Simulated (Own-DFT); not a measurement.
# Response to strain: diamond silicon, 64 atoms (Si64)

Calculated results; nothing here was measured. They come from Own-DFT, an in-house plane-wave density functional program, since retired, whose code no person has reviewed. Each row is one single-point run on a periodic cell that was not relaxed, without spin or spin-orbit coupling.

Settings of every run: PBE; PseudoDojo norm-conserving scalar-relativistic files; cutoff 20 hartree; 3 x 3 x 3 k mesh centred on Gamma; Fermi-Dirac smearing of 0.1 eV.

Known limits: k mesh not checked against a denser one; stress not checked against mesh or cutoff.

Unstrained cell vectors in Å: (10.862, 0.000, 0.000); (0.000, 10.862, 0.000); (0.000, 0.000, 10.862). The unstrained cell has measured lattice constants (interpolated for alloys), not those of this functional. That, the random moves and any unrelaxed bonds set the pressure at no strain. Each run strains this cell uniformly, with the atoms carried along. Every atom was also moved at random, by a Gaussian of width 0.05 Å on each axis. Strain is the symmetric tensor, in per cent. Stress is positive in tension, and the pressure is minus a third of its trace.

```
run,e_xx (%),e_yy (%),e_zz (%),e_yz (%),e_xz (%),e_xy (%),s_xx (GPa),s_yy (GPa),s_zz (GPa),s_yz (GPa),s_xz (GPa),s_xy (GPa),P (GPa),E (meV/atom)
1,-1.21,1.85,0.36,1.93,0.84,0.77,-3.13,-0.57,-1.90,3.65,2.12,2.11,1.87,34.2
2,0.40,0.63,-0.96,-1.88,-0.93,-1.03,-2.55,-2.61,-3.78,-4.95,-2.72,-2.60,2.98,42.9
3,-0.27,-1.54,1.13,1.65,-1.76,-1.42,-3.76,-4.77,-2.44,3.42,-3.31,-3.56,3.66,43.3
4,1.26,-1.75,0.54,-0.60,-0.91,0.46,-1.39,-4.15,-2.17,-1.55,-1.54,0.93,2.57,25.2
5,0.93,1.90,-1.46,1.01,-0.88,-0.91,-1.08,-0.27,-3.13,2.05,-1.47,-1.87,1.49,31.3
6,-1.44,-1.28,0.81,1.80,0.29,-1.67,-5.48,-5.39,-3.40,3.55,0.67,-3.98,4.76,42.3
7,0.97,1.17,1.88,-0.69,1.68,0.93,0.71,0.84,1.43,-1.01,3.05,1.63,-0.99,11.9
8,-0.48,-0.33,-1.99,1.31,0.50,-1.12,-5.38,-5.07,-6.59,2.62,2.27,-2.45,5.68,46.5
9,1.99,-0.14,-0.88,-0.10,-0.57,1.64,0.00,-2.07,-2.77,-0.17,-1.36,2.72,1.61,14.7
10,-0.09,1.17,1.44,-0.24,-0.08,-0.44,-0.96,0.21,0.45,-0.39,-0.61,-0.97,0.10,0.0
11,1.39,-1.12,0.67,-1.06,1.61,-1.57,-0.85,-3.04,-1.51,-2.00,3.00,-3.28,1.80,21.8
12,1.09,0.61,0.82,0.86,-0.45,-1.77,-0.11,-0.56,-0.41,1.56,-0.67,-3.19,0.36,18.0
13,0.57,1.85,0.50,-1.79,-1.24,-0.93,-0.34,0.82,-0.42,-3.21,-2.22,-1.48,-0.02,18.6
14,1.46,1.03,-1.48,0.28,0.68,-0.32,-0.37,-0.88,-3.13,0.92,0.67,-0.92,1.46,10.5
15,1.51,1.66,-0.77,1.35,-1.29,-0.28,-0.06,-0.01,-2.20,3.11,-2.96,-0.85,0.76,33.4
16,1.26,-0.93,-1.53,-0.51,1.56,0.60,-2.17,-4.32,-4.80,-1.11,3.13,0.63,3.76,28.2
17,-1.48,-0.70,-1.36,-0.45,-1.73,0.72,-6.71,-5.88,-6.60,-0.55,-3.86,1.43,6.40,44.5
18,-1.98,-0.55,1.41,-0.32,-0.70,1.69,?,?,?,?,?,?,?,?
```

E is the free energy for each atom above the lowest run shown.

## Worked fit

Each stress component was fitted by least squares to a constant and the strains of the runs shown, as fractions, with shears doubled. Shear strains stay in the fit of a normal stress only where such slopes are resolved. The slopes, in GPa:

```
stress,at no strain,per e_xx,per e_yy,per e_zz,scatter
s_xx,-2.8,168 ± 5,66 ± 4,68 ± 4,0.21
s_yy,-2.8,74 ± 5,154 ± 4,69 ± 4,0.20
s_zz,-2.8,74 ± 4,66 ± 4,157 ± 4,0.18
```

Each shear stress against twice its own strain: yz 105 ± 5, xz 102 ± 6, xy 101 ± 5 GPa. These are stiffnesses along x, y and z of the frame in which the cell vectors are given, which need not be the crystal's axes. The atoms are held to the strained lattice; where symmetry lets them move under strain, relaxing them would lower some slopes. The table should be nearly symmetric about its diagonal, and what it lacks of that shows the noise. A ninth of its sum, 99 ± 2 GPa, estimates the bulk modulus near the mean pressure of these runs, 2.2 GPa, so it lies above the value at zero pressure.

## Withheld run

Question: what normal stresses and pressure should run 18 give?

The fit gives s_xx = -5.6, s_yy = -4.2, s_zz = -2.5 and P = 4.1 GPa. The calculation gave -5.22, -4.17, -2.06 and P = 3.81 GPa.
